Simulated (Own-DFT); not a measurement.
# Stretching a layer in its plane: wurtzite AlN, 72 atoms (Al36N36)

Everything here is calculated. The program is Own-DFT (plane waves, in-house, since retired, never reviewed by a person); positions were held fixed, and spin and spin-orbit coupling were off.

Method: PBE; PseudoDojo norm-conserving scalar-relativistic files; cutoff 42 hartree; 4 x 4 x 3 k mesh centred on Gamma; Gaussian smearing of 0.01 eV.

Keep in mind: k mesh not checked against a denser one; stress not checked against mesh or cutoff.

Unstrained cell vectors in Å: (9.336, 0.000, 0.000); (-4.668, 8.085, 0.000); (0.000, 0.000, 9.964). The unstrained cell has measured lattice constants (interpolated for alloys), not those of this functional. That, the random moves and any unrelaxed bonds set the pressure at no strain. Each run strains x and y alike by e, as a substrate would, and holds the height along z. Random moves of width 0.05 Å per axis were added to every atom. Stress is positive in tension.

```
e (%),u (Å),(s_xx + s_yy)/2 (GPa),s_zz (GPa)
-3.00,0.050,-26.37,-8.74
-2.25,0.055,-20.70,-10.05
-1.75,0.050,?,?
-1.25,0.049,-13.63,-6.33
-0.25,0.049,-5.48,-9.42
0.75,0.047,-1.30,-3.26
1.25,0.050,0.96,-3.47
1.75,0.054,3.07,-2.76
2.00,0.053,5.29,-3.11
3.00,0.048,9.46,-1.28
```

## Fit

With e as a fraction, the in-plane stress is -5.3 + 591 e - 3700 e² GPa (errors 13 and 768, scatter 0.73), and s_zz is -5.7 + 144 e GPa (slope ± 28, scatter 1.59). At e = 0 the first slope is C11 + C12 and the second 2 C13, both with the ions held to the strained lattice and at the cell's own pressure. The term in e² is negative: the layer stiffens under compression and softens under tension. A free layer would change its height as e changes, and the in-plane slope would drop by 2 C13²/C33 to the biaxial modulus. At fixed height, a misfit of 1 % moves the in-plane stress by about 5.9 GPa and s_zz by 1.4 GPa.

## Check

The question: what are the two stresses at e = -1.75 %?

The fitted form gives -16.8 and -8.2 GPa. The hidden result is -16.49 and -9.19 GPa.
